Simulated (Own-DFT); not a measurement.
SiGe3 (layered order of Si and Ge on the diamond lattice, atoms displaced) (calculated)

Computed with Own-DFT development build. A calculation, not a measurement: plane-wave density functional theory by an unreviewed code, no spin, of a simulated periodic cell, stress positive in tension, run twice, with PBE and with PBEsol, both on files made for PBE, so the change isn't that of files made for PBEsol, forces on such cells moved up to 12 meV/angstrom on a denser k mesh; the far tail of each file's local potential was reset to the Coulomb form; each entry is a single point on an unrelaxed cell, so the pressure reflects the starting lattice, mostly measured values (interpolated for alloys), from which strain is counted, and rises with the displacements; printed positions are rounded, which can move forces by about a meV/angstrom; the program, named Own-DFT, is a retired in-house code; no spin-orbit coupling; stress was not checked against mesh or cutoff.

Settings shared by all entries: functional PBE, then PBEsol; potential files PseudoDojo norm-conserving, scalar-relativistic, standard set; wave cutoff 42 hartree; occupations Fermi-Dirac; smearing width 0.1 eV; k mesh 3 x 3 x 3 centred on Gamma.

```yaml
- entry: 1
  formula: SiGe3
  kind: "layered order of Si and Ge on the diamond lattice, atoms displaced"
  structure:
    cell_angstrom: [[11.2025, 0.0, 0.0], [0.0, 11.2025, 0.0], [0.0, 0.0, 11.2025]]
    atoms_fractional:
      - [Ge, 0.9937, 0.99794, 0.00559]
      - [Ge, 0.99973, 0.2503, 0.25256]
      - [Ge, 0.24878, 0.00142, 0.24619]
      - [Ge, 0.25235, 0.25481, 0.99092]
      - [Ge, 0.11835, 0.12679, 0.13292]
      - [Ge, 0.11978, 0.36732, 0.37436]
      - [Ge, 0.36882, 0.11936, 0.37369]
      - [Ge, 0.37403, 0.36499, 0.12187]
      - [Ge, 0.99903, 0.99439, 0.49618]
      - [Si, 0.998, 0.25029, 0.75479]
      - [Si, 0.24636, 0.00087, 0.74335]
      - [Ge, 0.24885, 0.24858, 0.50218]
      - [Ge, 0.12237, 0.12805, 0.61715]
      - [Si, 0.12679, 0.37959, 0.87563]
      - [Si, 0.38079, 0.12657, 0.87563]
      - [Ge, 0.36852, 0.37602, 0.62209]
      - [Ge, 0.00588, 0.50016, 0.00293]
      - [Ge, 0.99994, 0.76514, 0.2439]
      - [Ge, 0.24991, 0.50177, 0.24941]
      - [Ge, 0.24287, 0.76391, 0.0025]
      - [Ge, 0.1165, 0.62807, 0.12536]
      - [Ge, 0.13238, 0.87025, 0.37884]
      - [Ge, 0.37373, 0.62273, 0.37942]
      - [Ge, 0.37711, 0.87137, 0.12487]
      - [Ge, 0.00324, 0.50415, 0.501]
      - [Si, 0.00067, 0.75089, 0.74965]
      - [Si, 0.25835, 0.49897, 0.75946]
      - [Ge, 0.25245, 0.74428, 0.49963]
      - [Ge, 0.12471, 0.62772, 0.62877]
      - [Si, 0.13397, 0.86966, 0.87131]
      - [Si, 0.37576, 0.63381, 0.8787]
      - [Ge, 0.37072, 0.86723, 0.62074]
      - [Ge, 0.50879, 0.00281, 0.99871]
      - [Ge, 0.50446, 0.25011, 0.25868]
      - [Ge, 0.74858, 0.00618, 0.25396]
      - [Ge, 0.75208, 0.25325, 0.00229]
      - [Ge, 0.63125, 0.13794, 0.13466]
      - [Ge, 0.62634, 0.37206, 0.36744]
      - [Ge, 0.8685, 0.12264, 0.3781]
      - [Ge, 0.87645, 0.37218, 0.13021]
      - [Ge, 0.49113, 0.99938, 0.5059]
      - [Si, 0.50258, 0.24772, 0.75424]
      - [Si, 0.74233, 0.00159, 0.75098]
      - [Ge, 0.74531, 0.25021, 0.48938]
      - [Ge, 0.62823, 0.12628, 0.62566]
      - [Si, 0.62316, 0.38519, 0.88513]
      - [Si, 0.87557, 0.12403, 0.86566]
      - [Ge, 0.87356, 0.37335, 0.62161]
      - [Ge, 0.5007, 0.49748, 0.98134]
      - [Ge, 0.50288, 0.75272, 0.25102]
      - [Ge, 0.75292, 0.5044, 0.25537]
      - [Ge, 0.75997, 0.74811, 0.01284]
      - [Ge, 0.62369, 0.62425, 0.13024]
      - [Ge, 0.62932, 0.87813, 0.37449]
      - [Ge, 0.86897, 0.62589, 0.37144]
      - [Ge, 0.87103, 0.8751, 0.12513]
      - [Ge, 0.49878, 0.49531, 0.50955]
      - [Si, 0.50265, 0.74656, 0.74799]
      - [Si, 0.75066, 0.50093, 0.75971]
      - [Ge, 0.74467, 0.75323, 0.5038]
      - [Ge, 0.6275, 0.6417, 0.62449]
      - [Si, 0.63332, 0.87337, 0.87729]
      - [Si, 0.86017, 0.62304, 0.87532]
      - [Ge, 0.88387, 0.86287, 0.62711]
  results:
    "PBE_pressure [GPa]": 4.01
    "PBE_stress_xx [GPa]": -4.06
    "PBE_stress_yy [GPa]": -4.0
    "PBE_stress_zz [GPa]": -3.95
    "PBE_stress_yz [GPa]": -0.44
    "PBE_stress_xz [GPa]": -0.54
    "PBE_stress_xy [GPa]": -0.26
    "PBEsol_pressure [GPa]": 1.29
    "PBEsol_stress_xx [GPa]": -1.35
    "PBEsol_stress_yy [GPa]": -1.29
    "PBEsol_stress_zz [GPa]": -1.24
    "PBEsol_stress_yz [GPa]": -0.41
    "PBEsol_stress_xz [GPa]": -0.5
    "PBEsol_stress_xy [GPa]": -0.25
    force_element: [Ge, Ge, Ge, Ge, Ge, Ge, Ge, Ge, Ge, Si, Si, Ge, Ge, Si, Si, Ge, Ge, Ge, Ge, Ge, Ge, Ge, Ge, Ge, Ge, Si, Si, Ge, Ge, Si, Si, Ge, Ge, Ge, Ge, Ge, Ge, Ge, Ge, Ge, Ge, Si, Si, Ge, Ge, Si, Si, Ge, Ge, Ge, Ge, Ge, Ge, Ge, Ge, Ge, Ge, Si, Si, Ge, Ge, Si, Si, Ge]
    "PBE_force_x [eV/angstrom]": [0.841, -1.017, -0.046, -0.763, 0.716, 0.887, 0.637, 0.723, -0.031, 0.495, 0.589, 0.108, -0.638, -0.222, -0.518, 0.539, -1.412, 0.024, -0.257, 0.816, 1.049, -0.297, 0.912, 0.411, -0.482, 0.202, -0.709, -0.569, 0.518, -1.761, -0.265, 0.321, -0.137, -1.732, 0.075, 0.245, -0.49, -0.192, 1.398, 0.111, 0.958, 0.042, 1.41, 0.232, -0.77, 1.712, -0.469, -0.073, -1.735, -0.385, -0.574, -1.717, -0.257, -0.986, 1.372, -0.003, 1.003, -0.592, -0.904, 1.513, -0.535, -0.488, 2.425, -1.256]
    "PBE_force_y [eV/angstrom]": [0.35, -0.575, -0.717, -1.26, -0.015, 1.299, 0.639, 1.341, 0.138, 0.359, 0.066, 0.172, -0.542, -0.206, -0.653, -0.605, -0.146, -1.37, -0.507, -2.003, 0.436, 0.66, -0.38, 1.189, -0.252, -1.054, 0.681, -0.241, -0.645, 1.675, -0.038, 0.532, 0.019, -0.485, -0.697, 0.008, -1.102, 1.638, 0.076, 0.814, 0.037, 0.919, -0.695, 0.047, 0.089, -2.398, -0.202, 0.289, 1.7, -0.456, -0.967, -0.629, -0.538, 0.436, 1.247, 1.541, 0.788, 1.165, -0.373, 0.369, -2.868, -0.326, 0.459, 1.771]
    "PBE_force_z [eV/angstrom]": [-1.573, 0.386, 0.005, 0.278, -1.599, 0.475, 0.413, 0.306, 0.289, -0.515, 0.668, -0.893, 1.454, -0.649, -0.746, 1.724, -0.99, 1.244, -0.246, 0.156, 0.274, -0.578, -0.557, -0.13, -0.326, 1.681, -0.361, 0.217, 0.763, -0.923, -0.551, 1.53, 0.288, -0.722, -0.771, -1.049, -1.018, 1.199, -0.145, -0.374, -0.512, 0.021, -0.065, 1.414, 0.05, -2.478, 0.837, 0.798, 2.933, 0.605, -1.128, -1.577, -0.95, 0.514, 1.024, 0.726, -0.893, 1.206, -1.355, -1.252, 1.206, -0.158, 0.295, 0.103]
    "PBEsol_force_x [eV/angstrom]": [0.808, -0.979, -0.043, -0.717, 0.682, 0.855, 0.617, 0.687, -0.022, 0.498, 0.582, 0.092, -0.608, -0.225, -0.519, 0.532, -1.369, 0.022, -0.252, 0.817, 1.009, -0.3, 0.869, 0.385, -0.471, 0.188, -0.678, -0.545, 0.507, -1.716, -0.264, 0.306, -0.137, -1.654, 0.073, 0.237, -0.468, -0.179, 1.342, 0.108, 0.924, 0.059, 1.372, 0.229, -0.757, 1.663, -0.467, -0.066, -1.704, -0.369, -0.556, -1.664, -0.226, -0.954, 1.314, 0.014, 0.947, -0.569, -0.899, 1.463, -0.497, -0.485, 2.395, -1.24]
    "PBEsol_force_y [eV/angstrom]": [0.33, -0.551, -0.691, -1.204, -0.027, 1.253, 0.617, 1.293, 0.136, 0.369, 0.079, 0.163, -0.525, -0.205, -0.654, -0.591, -0.126, -1.332, -0.49, -1.955, 0.424, 0.645, -0.364, 1.153, -0.252, -1.042, 0.662, -0.224, -0.628, 1.629, -0.034, 0.515, 0.02, -0.468, -0.666, 0.012, -1.069, 1.562, 0.073, 0.781, 0.031, 0.913, -0.668, 0.036, 0.088, -2.36, -0.212, 0.283, 1.668, -0.442, -0.936, -0.591, -0.504, 0.418, 1.196, 1.481, 0.769, 1.143, -0.39, 0.351, -2.777, -0.338, 0.49, 1.732]
    "PBEsol_force_z [eV/angstrom]": [-1.448, 0.375, 0.022, 0.347, -1.529, 0.459, 0.408, 0.291, 0.279, -0.585, 0.574, -0.872, 1.336, -0.555, -0.651, 1.597, -0.88, 1.193, -0.23, 0.237, 0.263, -0.57, -0.533, -0.119, -0.32, 1.574, -0.432, 0.209, 0.658, -0.827, -0.459, 1.403, 0.342, -0.709, -0.734, -0.929, -0.972, 1.162, -0.154, -0.355, -0.51, -0.051, -0.147, 1.355, -0.028, -2.35, 0.903, 0.707, 2.923, 0.583, -1.088, -1.448, -0.906, 0.495, 0.99, 0.704, -0.88, 1.099, -1.425, -1.212, 1.095, -0.073, 0.38, 0.016]
    "rms_change_of_force_components_from_PBE_to_PBEsol [eV/angstrom]": 0.047
- entry: 2
  formula: SiGe3
  kind: "layered order of Si and Ge on the diamond lattice, atoms displaced"
  structure:
    cell_angstrom: [[11.2025, 0.0, 0.0], [0.0, 11.2025, 0.0], [0.0, 0.0, 11.2025]]
    atoms_fractional:
      - [Ge, 0.99868, 0.00123, 0.99411]
      - [Ge, 0.00136, 0.24979, 0.24628]
      - [Ge, 0.24963, 0.00299, 0.25474]
      - [Ge, 0.24345, 0.24838, 0.00389]
      - [Ge, 0.12693, 0.13155, 0.12586]
      - [Ge, 0.12939, 0.36688, 0.3803]
      - [Ge, 0.38659, 0.12528, 0.37977]
      - [Ge, 0.37539, 0.37039, 0.12304]
      - [Ge, 0.99705, 0.99439, 0.5079]
      - [Si, 0.00499, 0.2422, 0.75653]
      - [Si, 0.25119, 0.00226, 0.75111]
      - [Ge, 0.24929, 0.25464, 0.50141]
      - [Ge, 0.12278, 0.11977, 0.61296]
      - [Si, 0.13735, 0.37602, 0.8647]
      - [Si, 0.37599, 0.12218, 0.87484]
      - [Ge, 0.37018, 0.36638, 0.63325]
      - [Ge, 0.00019, 0.49607, 0.99567]
      - [Ge, 0.98946, 0.75066, 0.24229]
      - [Ge, 0.24736, 0.5028, 0.25103]
      - [Ge, 0.25014, 0.75534, 0.01327]
      - [Ge, 0.11882, 0.62878, 0.12613]
      - [Ge, 0.1239, 0.86852, 0.37206]
      - [Ge, 0.38805, 0.62119, 0.36598]
      - [Ge, 0.37705, 0.87483, 0.11889]
      - [Ge, 0.00237, 0.49681, 0.48556]
      - [Si, 0.00511, 0.74399, 0.74913]
      - [Si, 0.24983, 0.50605, 0.74561]
      - [Ge, 0.24628, 0.74982, 0.48071]
      - [Ge, 0.12595, 0.62068, 0.62994]
      - [Si, 0.13418, 0.87581, 0.87554]
      - [Si, 0.37286, 0.62691, 0.87121]
      - [Ge, 0.37636, 0.87091, 0.63212]
      - [Ge, 0.50364, 0.9859, 0.00606]
      - [Ge, 0.5031, 0.25609, 0.25211]
      - [Ge, 0.74965, 0.99866, 0.25604]
      - [Ge, 0.76067, 0.25109, 0.00139]
      - [Ge, 0.63211, 0.11508, 0.12095]
      - [Ge, 0.62105, 0.3785, 0.37572]
      - [Ge, 0.87609, 0.12211, 0.37626]
      - [Ge, 0.87956, 0.37493, 0.13247]
      - [Ge, 0.49507, 0.00065, 0.50367]
      - [Si, 0.50154, 0.25244, 0.76115]
      - [Si, 0.75203, 0.99787, 0.75011]
      - [Ge, 0.73798, 0.2394, 0.49192]
      - [Ge, 0.62451, 0.12989, 0.62187]
      - [Si, 0.62454, 0.37455, 0.86806]
      - [Si, 0.87476, 0.13357, 0.87444]
      - [Ge, 0.87159, 0.36952, 0.62666]
      - [Ge, 0.49511, 0.50508, 0.00389]
      - [Ge, 0.50437, 0.75466, 0.23894]
      - [Ge, 0.74576, 0.50611, 0.25476]
      - [Ge, 0.75452, 0.74863, 0.00086]
      - [Ge, 0.62985, 0.63029, 0.13555]
      - [Ge, 0.62909, 0.87682, 0.36802]
      - [Ge, 0.86507, 0.62583, 0.37115]
      - [Ge, 0.87837, 0.87264, 0.1242]
      - [Ge, 0.49804, 0.501, 0.50537]
      - [Si, 0.49662, 0.7411, 0.76066]
      - [Si, 0.76064, 0.49878, 0.7542]
      - [Ge, 0.75517, 0.75248, 0.50252]
      - [Ge, 0.62438, 0.62596, 0.62144]
      - [Si, 0.62629, 0.8824, 0.87834]
      - [Si, 0.8723, 0.62444, 0.8755]
      - [Ge, 0.88435, 0.87602, 0.62532]
  results:
    "PBE_pressure [GPa]": 3.94
    "PBE_stress_xx [GPa]": -4.02
    "PBE_stress_yy [GPa]": -4.0
    "PBE_stress_zz [GPa]": -3.81
    "PBE_stress_yz [GPa]": 0.77
    "PBE_stress_xz [GPa]": -0.18
    "PBE_stress_xy [GPa]": -0.47
    "PBEsol_pressure [GPa]": 1.23
    "PBEsol_stress_xx [GPa]": -1.32
    "PBEsol_stress_yy [GPa]": -1.29
    "PBEsol_stress_zz [GPa]": -1.1
    "PBEsol_stress_yz [GPa]": 0.73
    "PBEsol_stress_xz [GPa]": -0.16
    "PBEsol_stress_xy [GPa]": -0.48
    force_element: [Ge, Ge, Ge, Ge, Ge, Ge, Ge, Ge, Ge, Si, Si, Ge, Ge, Si, Si, Ge, Ge, Ge, Ge, Ge, Ge, Ge, Ge, Ge, Ge, Si, Si, Ge, Ge, Si, Si, Ge, Ge, Ge, Ge, Ge, Ge, Ge, Ge, Ge, Ge, Si, Si, Ge, Ge, Si, Si, Ge, Ge, Ge, Ge, Ge, Ge, Ge, Ge, Ge, Ge, Si, Si, Ge, Ge, Si, Si, Ge]
    "PBE_force_x [eV/angstrom]": [0.38, 0.153, 0.504, 1.383, -0.731, -0.425, -1.37, -0.542, 0.706, 0.24, 0.016, 0.846, 0.67, -1.1, 0.046, 0.661, 0.436, 0.888, 0.249, -0.503, 0.151, -1.478, -0.808, -0.688, -0.806, -0.178, 0.87, 1.635, -0.383, -0.744, -0.823, -0.608, -0.041, 0.196, 1.067, -1.404, -0.358, 0.301, 0.364, -0.693, 1.127, -0.263, 0.001, 1.418, -0.81, 0.762, 0.216, 0.662, 0.833, -0.467, 0.141, -0.598, -0.162, -1.003, 1.467, -0.87, -0.332, 1.238, -1.387, -0.684, 0.597, 0.425, 0.821, -1.217]
    "PBE_force_y [eV/angstrom]": [0.133, -0.299, 0.058, 0.542, -1.688, 0.922, 0.711, 0.574, 0.402, 0.807, -0.058, -1.575, 0.644, -0.237, -0.072, 1.058, 0.056, -0.566, -0.618, -1.063, -0.742, 1.193, 0.537, 0.437, 0.281, 0.613, -0.653, -1.248, 0.45, -0.118, -0.384, -0.385, 2.143, -1.111, 0.172, 0.318, 1.216, 0.214, 0.047, 0.97, -1.047, -0.875, 0.815, 1.537, -1.133, 0.958, -1.367, -0.321, -0.248, 0.337, -1.581, 0.3, -0.565, -0.51, 0.391, 1.461, -0.718, 1.311, 0.011, 0.338, -0.019, -1.68, 0.103, -1.182]
    "PBE_force_z [eV/angstrom]": [-0.079, 1.336, -0.273, -1.686, -0.013, -1.602, -0.585, 0.256, -2.237, -0.989, -0.234, 0.142, 2.082, 0.532, 0.541, 0.402, -0.544, 1.375, -0.257, -2.213, -0.147, -0.796, 0.18, 1.894, 1.669, 1.097, 0.811, 2.353, -1.845, -0.319, 1.141, -0.262, -1.474, -0.928, -1.16, -0.344, 0.41, 0.354, -0.044, -0.465, 0.483, -0.7, 0.16, 0.116, 1.719, 1.267, -0.495, -0.409, -0.805, 1.317, -0.423, -0.573, -2.119, 1.545, 0.656, -0.683, 0.103, -0.777, -0.504, -0.116, 1.62, -0.976, -0.3, 1.816]
    "PBEsol_force_x [eV/angstrom]": [0.364, 0.155, 0.486, 1.341, -0.706, -0.416, -1.326, -0.525, 0.685, 0.252, 0.011, 0.81, 0.641, -1.076, 0.043, 0.628, 0.419, 0.86, 0.251, -0.477, 0.151, -1.419, -0.799, -0.65, -0.774, -0.167, 0.853, 1.575, -0.38, -0.733, -0.827, -0.581, -0.058, 0.18, 1.021, -1.363, -0.338, 0.288, 0.332, -0.662, 1.089, -0.277, 0.014, 1.365, -0.779, 0.768, 0.19, 0.645, 0.802, -0.439, 0.133, -0.58, -0.159, -0.955, 1.419, -0.84, -0.303, 1.243, -1.361, -0.664, 0.578, 0.401, 0.815, -1.171]
    "PBEsol_force_y [eV/angstrom]": [0.125, -0.287, 0.056, 0.519, -1.619, 0.906, 0.685, 0.562, 0.396, 0.794, -0.053, -1.524, 0.619, -0.247, -0.074, 1.025, 0.056, -0.546, -0.601, -1.021, -0.709, 1.147, 0.52, 0.405, 0.26, 0.6, -0.629, -1.201, 0.437, -0.128, -0.395, -0.354, 2.077, -1.067, 0.162, 0.312, 1.162, 0.197, 0.037, 0.926, -0.991, -0.87, 0.806, 1.483, -1.097, 0.961, -1.347, -0.316, -0.257, 0.313, -1.509, 0.303, -0.535, -0.486, 0.38, 1.394, -0.686, 1.311, -0.01, 0.317, -0.027, -1.65, 0.121, -1.135]
    "PBEsol_force_z [eV/angstrom]": [-0.006, 1.293, -0.266, -1.553, -0.013, -1.549, -0.561, 0.257, -2.161, -1.048, -0.317, 0.135, 1.954, 0.598, 0.607, 0.314, -0.453, 1.322, -0.246, -2.076, -0.132, -0.767, 0.171, 1.83, 1.617, 1.003, 0.702, 2.273, -1.869, -0.234, 1.217, -0.321, -1.345, -0.879, -1.123, -0.263, 0.413, 0.335, -0.045, -0.458, 0.459, -0.777, 0.08, 0.12, 1.577, 1.318, -0.397, -0.454, -0.715, 1.277, -0.397, -0.468, -2.037, 1.477, 0.62, -0.652, 0.073, -0.845, -0.577, -0.133, 1.504, -0.877, -0.202, 1.674]
    "rms_change_of_force_components_from_PBE_to_PBEsol [eV/angstrom]": 0.048
- entry: 3
  formula: SiGe3
  kind: "layered order of Si and Ge on the diamond lattice, atoms displaced"
  structure:
    cell_angstrom: [[11.2025, 0.0, 0.0], [0.0, 11.2025, 0.0], [0.0, 0.0, 11.2025]]
    atoms_fractional:
      - [Ge, 0.00669, 0.0063, 0.00107]
      - [Ge, 0.99984, 0.24595, 0.25268]
      - [Ge, 0.24271, 0.99512, 0.25444]
      - [Ge, 0.25172, 0.25108, 0.99628]
      - [Ge, 0.11788, 0.12503, 0.12578]
      - [Ge, 0.11176, 0.37565, 0.36595]
      - [Ge, 0.37599, 0.13328, 0.37457]
      - [Ge, 0.36919, 0.37792, 0.13191]
      - [Ge, 0.0007, 0.00084, 0.50109]
      - [Si, 8.0e-05, 0.24387, 0.74912]
      - [Si, 0.24844, 0.0025, 0.7503]
      - [Ge, 0.24504, 0.25172, 0.50648]
      - [Ge, 0.12606, 0.11962, 0.63335]
      - [Si, 0.11662, 0.37602, 0.87921]
      - [Si, 0.37162, 0.12851, 0.87802]
      - [Ge, 0.37095, 0.37912, 0.62893]
      - [Ge, 0.00348, 0.50372, 0.99676]
      - [Ge, 0.00037, 0.74014, 0.25078]
      - [Ge, 0.24979, 0.50666, 0.24497]
      - [Ge, 0.24213, 0.7488, 0.00387]
      - [Ge, 0.12234, 0.62485, 0.12259]
      - [Ge, 0.11746, 0.86954, 0.36941]
      - [Ge, 0.37501, 0.62103, 0.37512]
      - [Ge, 0.37402, 0.86558, 0.12503]
      - [Ge, 0.00326, 0.50268, 0.49884]
      - [Si, 0.00633, 0.75183, 0.75277]
      - [Si, 0.25346, 0.50463, 0.75742]
      - [Ge, 0.2531, 0.75323, 0.50497]
      - [Ge, 0.119, 0.62216, 0.63215]
      - [Si, 0.12783, 0.87804, 0.86929]
      - [Si, 0.38025, 0.62106, 0.88476]
      - [Ge, 0.37719, 0.86761, 0.62732]
      - [Ge, 0.50167, 0.9917, 0.00486]
      - [Ge, 0.49446, 0.25576, 0.24947]
      - [Ge, 0.74596, 0.00578, 0.24752]
      - [Ge, 0.7539, 0.25265, 0.00284]
      - [Ge, 0.62665, 0.13683, 0.12595]
      - [Ge, 0.61333, 0.38171, 0.37933]
      - [Ge, 0.86704, 0.12275, 0.37972]
      - [Ge, 0.87312, 0.37717, 0.11751]
      - [Ge, 0.50012, 0.00198, 0.50157]
      - [Si, 0.50358, 0.25323, 0.74285]
      - [Si, 0.7429, 0.00066, 0.75454]
      - [Ge, 0.75042, 0.24857, 0.50118]
      - [Ge, 0.62095, 0.12364, 0.6254]
      - [Si, 0.62113, 0.3785, 0.87576]
      - [Si, 0.86276, 0.12131, 0.87123]
      - [Ge, 0.88175, 0.37941, 0.63633]
      - [Ge, 0.49703, 0.50968, 0.99703]
      - [Ge, 0.49106, 0.74949, 0.24981]
      - [Ge, 0.74586, 0.4987, 0.24628]
      - [Ge, 0.74834, 0.74672, 0.00108]
      - [Ge, 0.62629, 0.61734, 0.11832]
      - [Ge, 0.62468, 0.87463, 0.3724]
      - [Ge, 0.88177, 0.62389, 0.37981]
      - [Ge, 0.86158, 0.87564, 0.11869]
      - [Ge, 0.49847, 0.50379, 0.49607]
      - [Si, 0.49788, 0.74863, 0.74898]
      - [Si, 0.74339, 0.50223, 0.7492]
      - [Ge, 0.74668, 0.75622, 0.5022]
      - [Ge, 0.62394, 0.61485, 0.62078]
      - [Si, 0.62695, 0.87663, 0.86954]
      - [Si, 0.87264, 0.6191, 0.87181]
      - [Ge, 0.87151, 0.87814, 0.62293]
  results:
    "PBE_pressure [GPa]": 3.83
    "PBE_stress_xx [GPa]": -3.73
    "PBE_stress_yy [GPa]": -3.85
    "PBE_stress_zz [GPa]": -3.89
    "PBE_stress_yz [GPa]": -0.63
    "PBE_stress_xz [GPa]": -0.78
    "PBE_stress_xy [GPa]": -0.09
    "PBEsol_pressure [GPa]": 1.12
    "PBEsol_stress_xx [GPa]": -1.03
    "PBEsol_stress_yy [GPa]": -1.15
    "PBEsol_stress_zz [GPa]": -1.17
    "PBEsol_stress_yz [GPa]": -0.6
    "PBEsol_stress_xz [GPa]": -0.75
    "PBEsol_stress_xy [GPa]": -0.09
    force_element: [Ge, Ge, Ge, Ge, Ge, Ge, Ge, Ge, Ge, Si, Si, Ge, Ge, Si, Si, Ge, Ge, Ge, Ge, Ge, Ge, Ge, Ge, Ge, Ge, Si, Si, Ge, Ge, Si, Si, Ge, Ge, Ge, Ge, Ge, Ge, Ge, Ge, Ge, Ge, Si, Si, Ge, Ge, Si, Si, Ge, Ge, Ge, Ge, Ge, Ge, Ge, Ge, Ge, Ge, Si, Si, Ge, Ge, Si, Si, Ge]
    "PBE_force_x [eV/angstrom]": [-1.793, -1.734, 0.926, -0.88, 1.734, 1.934, -0.867, 0.42, -0.131, -0.457, 1.164, -0.244, -0.278, 1.182, 1.049, 0.255, -1.014, -1.069, -0.789, 0.748, -0.001, 0.507, -0.718, -0.908, -0.311, -1.491, -0.612, -1.161, 1.403, -0.083, -1.709, -0.064, -0.011, 0.594, -0.066, -0.721, -0.822, 1.606, 0.936, 0.992, -0.432, -0.679, 0.359, -0.423, 0.641, 0.152, 1.359, -0.621, 0.512, 1.572, 0.602, -0.258, -0.443, -0.549, -1.736, 1.88, -1.024, 0.681, 0.617, 0.211, 0.002, -0.595, 0.226, 0.43]
    "PBE_force_y [eV/angstrom]": [-1.264, -0.11, 0.667, 0.383, 0.476, 0.446, -0.997, 0.07, -0.118, 0.283, -0.65, 0.319, 0.453, -0.606, -0.672, 0.114, -0.262, 1.061, -0.553, 0.255, -0.04, 0.032, 0.958, 1.207, -0.762, 0.044, -0.435, -0.931, 0.46, 0.01, 1.925, 1.502, 1.035, 0.019, -0.408, -0.014, -0.817, -1.237, 0.0, 0.183, -0.479, 0.02, -0.086, 1.202, 0.171, -0.321, 0.426, -0.32, -2.524, -0.844, -0.149, -0.231, 1.362, 0.283, 0.179, 0.337, -0.45, -0.699, -0.706, -1.08, 1.702, -0.899, 1.067, 0.013]
    "PBE_force_z [eV/angstrom]": [-1.468, -0.711, -0.626, 0.472, 0.367, 0.984, 0.448, -1.541, -0.205, 1.267, 0.76, -0.731, -0.634, -1.217, -0.979, 0.101, -0.245, -0.862, 0.885, -1.512, 0.179, 1.179, 0.15, 0.066, 0.732, 0.246, 0.517, -0.677, -0.031, 0.481, -1.891, 0.485, -0.782, 0.108, 0.123, -1.737, -0.104, -0.766, -0.438, 1.202, -0.447, 1.405, -0.697, 0.639, 0.431, -0.417, 0.245, -0.74, 0.679, 0.11, 0.885, -1.652, 1.066, -0.171, -0.251, 0.759, 1.041, 0.908, 0.845, -0.328, 0.649, 0.351, -0.307, 1.404]
    "PBEsol_force_x [eV/angstrom]": [-1.734, -1.668, 0.886, -0.863, 1.666, 1.863, -0.839, 0.403, -0.143, -0.442, 1.146, -0.22, -0.278, 1.155, 1.027, 0.247, -0.987, -1.02, -0.757, 0.734, 0.004, 0.5, -0.688, -0.878, -0.309, -1.468, -0.607, -1.114, 1.359, -0.079, -1.667, -0.082, -0.019, 0.571, -0.062, -0.699, -0.783, 1.541, 0.907, 0.947, -0.403, -0.668, 0.352, -0.414, 0.619, 0.145, 1.344, -0.597, 0.536, 1.51, 0.577, -0.25, -0.432, -0.534, -1.661, 1.806, -0.979, 0.661, 0.599, 0.212, -0.021, -0.599, 0.234, 0.416]
    "PBEsol_force_y [eV/angstrom]": [-1.207, -0.097, 0.641, 0.386, 0.451, 0.43, -0.965, 0.067, -0.12, 0.272, -0.625, 0.306, 0.444, -0.587, -0.648, 0.103, -0.248, 1.018, -0.541, 0.236, -0.033, 0.036, 0.932, 1.156, -0.73, 0.025, -0.433, -0.901, 0.436, 0.011, 1.889, 1.458, 1.001, 0.03, -0.393, -0.001, -0.797, -1.194, 0.002, 0.17, -0.459, 0.013, -0.079, 1.144, 0.156, -0.313, 0.439, -0.305, -2.452, -0.815, -0.144, -0.22, 1.315, 0.279, 0.177, 0.323, -0.438, -0.687, -0.692, -1.038, 1.657, -0.901, 1.047, 0.011]
    "PBEsol_force_z [eV/angstrom]": [-1.356, -0.69, -0.608, 0.533, 0.362, 0.957, 0.438, -1.479, -0.2, 1.169, 0.66, -0.711, -0.698, -1.122, -0.888, 0.025, -0.155, -0.815, 0.849, -1.387, 0.181, 1.135, 0.136, 0.077, 0.7, 0.165, 0.433, -0.659, -0.106, 0.56, -1.769, 0.388, -0.699, 0.116, 0.125, -1.602, -0.087, -0.751, -0.427, 1.167, -0.434, 1.297, -0.789, 0.611, 0.337, -0.327, 0.325, -0.787, 0.75, 0.105, 0.842, -1.525, 1.027, -0.156, -0.25, 0.737, 0.995, 0.814, 0.742, -0.326, 0.55, 0.434, -0.226, 1.287]
    "rms_change_of_force_components_from_PBE_to_PBEsol [eV/angstrom]": 0.047
```
